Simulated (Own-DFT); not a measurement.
# How strain changes the stress of wurtzite AlN, 128 atoms (Al64N64)

All numbers below are calculated, not measured. The program, named Own-DFT, is a retired in-house plane-wave density functional code that no person has reviewed. Each row is one single-point run on a periodic cell that was not relaxed, without spin or spin-orbit coupling.

Settings of every run: PBE; PseudoDojo norm-conserving scalar-relativistic files; cutoff 42 hartree; 2 x 2 x 2 k mesh centred on Gamma; Fermi-Dirac smearing of 0.1 eV.

Known limits: forces on such cells passed a denser k mesh, each cell not checked; stress not checked against mesh or cutoff.

Unstrained cell vectors in Å: (12.448, 0.000, 0.000); (-6.224, 10.780, 0.000); (0.000, 0.000, 9.964). The unstrained cell has measured lattice constants (interpolated for alloys), not those of this functional. That, the random moves and any unrelaxed bonds set the pressure at no strain. Each run strains this cell uniformly, with the atoms carried along. Every atom was also moved at random, by a Gaussian of width 0.05 Å on each axis. Strain is the symmetric tensor, in per cent. Stress is positive in tension, and the pressure is minus a third of its trace.

```
run  e_xx (%)  e_yy (%)  e_zz (%)  e_yz (%)  e_xz (%)  e_xy (%)  s_xx (GPa)  s_yy (GPa)  s_zz (GPa)  s_yz (GPa)  s_xz (GPa)  s_xy (GPa)  P (GPa)  E (meV/atom)
  1     -0.14     -0.51      1.95      0.84     -1.74      0.96       -6.81       -6.61        2.54        1.66       -3.91        4.10     3.63          27.9
  2      0.23     -0.24     -1.68      1.46     -1.19     -0.43       -5.56       -9.21      -14.61        4.84       -3.58       -0.86     9.79          37.0
  3      1.79      1.29      1.42      0.39      0.21     -0.76        4.37        2.24        2.11        1.09        1.14       -2.10    -2.91           8.0
  4     -1.01      0.62     -0.66      1.26      1.79      0.73      -11.48       -3.38      -11.05        3.66        4.83        2.17     8.63          40.9
  5      1.66      0.20      0.70     -1.08      1.79      0.85        1.87       -0.90       -1.36       -2.68        4.22        2.32     0.13           0.0
  6      0.38     -0.79     -1.87      0.26     -1.93      1.27       -6.99      -12.34      -15.75        1.67       -4.57        4.62    11.69          53.0
  7      0.67      1.11      1.05     -1.51      0.54     -1.85       -3.45       -0.07        1.01       -4.03        1.67       -7.28     0.83          31.7
  8     -0.85      1.25     -0.68     -1.83      0.38      1.63       -8.81       -0.74       -9.34       -4.84        0.92        6.24     6.30          16.5
  9      1.71     -0.94      0.79     -0.45      1.96     -1.65        0.12       -6.56       -3.15       -1.00        4.85       -6.19     3.20          30.4
 10     -0.14      1.51      0.43      0.66     -1.68      1.70       -4.12        0.63       -2.11        1.59       -3.76        5.21     1.86           8.4
 11     -0.68      0.98     -1.28      1.51     -1.99     -1.71       -8.03       -3.02      -12.86        3.51       -5.66       -6.40     7.97          30.4
 12      0.68     -1.88      0.01      0.88      1.80      1.25       -4.23      -14.05       -6.25        2.43        3.80        5.55     8.17          25.1
 13      0.61     -1.31      0.82     -1.10     -1.38      0.57       -3.22      -13.08       -1.32       -3.27       -3.32        1.61     5.87          23.9
 14      1.81     -1.13      0.41     -0.33      1.57      0.26        0.53       -8.06       -3.07       -0.54        4.20        0.10     3.53          14.0
 15      0.86      0.29     -1.17      0.72      0.15     -0.26           ?           ?           ?           ?           ?           ?        ?             ?
```

E is the free energy for each atom above the lowest run shown.

## Worked fit

Each stress component was fitted by least squares to a constant and the strains of the runs shown, as fractions, with shears doubled. Shear strains stay in the fit of a normal stress only where such slopes are resolved. The slopes, in GPa:

```
stress,at no strain,per e_xx,per e_yy,per e_zz,scatter
s_xx,-6.2,441 ± 36,96 ± 28,42 ± 28,1.03
s_yy,-6.1,111 ± 47,477 ± 37,91 ± 37,1.36
s_zz,-6.2,65 ± 33,54 ± 25,502 ± 26,0.94
```

Each shear stress against twice its own strain: yz 134 ± 5, xz 123 ± 4, xy 181 ± 10 GPa. These are stiffnesses along x, y and z of the frame in which the cell vectors are given, which need not be the crystal's axes. The atoms are held to the strained lattice; where symmetry lets them move under strain, relaxing them would lower some slopes. The table should be nearly symmetric about its diagonal, and what it lacks of that shows the noise. A ninth of its sum, 209 ± 7 GPa, estimates the bulk modulus near the mean pressure of these runs, 4.9 GPa, so it lies above the value at zero pressure.

## Withheld run

Question: what normal stresses and pressure should run 15 give?

The fit gives s_xx = -2.6, s_yy = -4.8, s_zz = -11.3 and P = 6.2 GPa. The calculation gave -3.14, -3.66, -10.28 and P = 5.69 GPa.
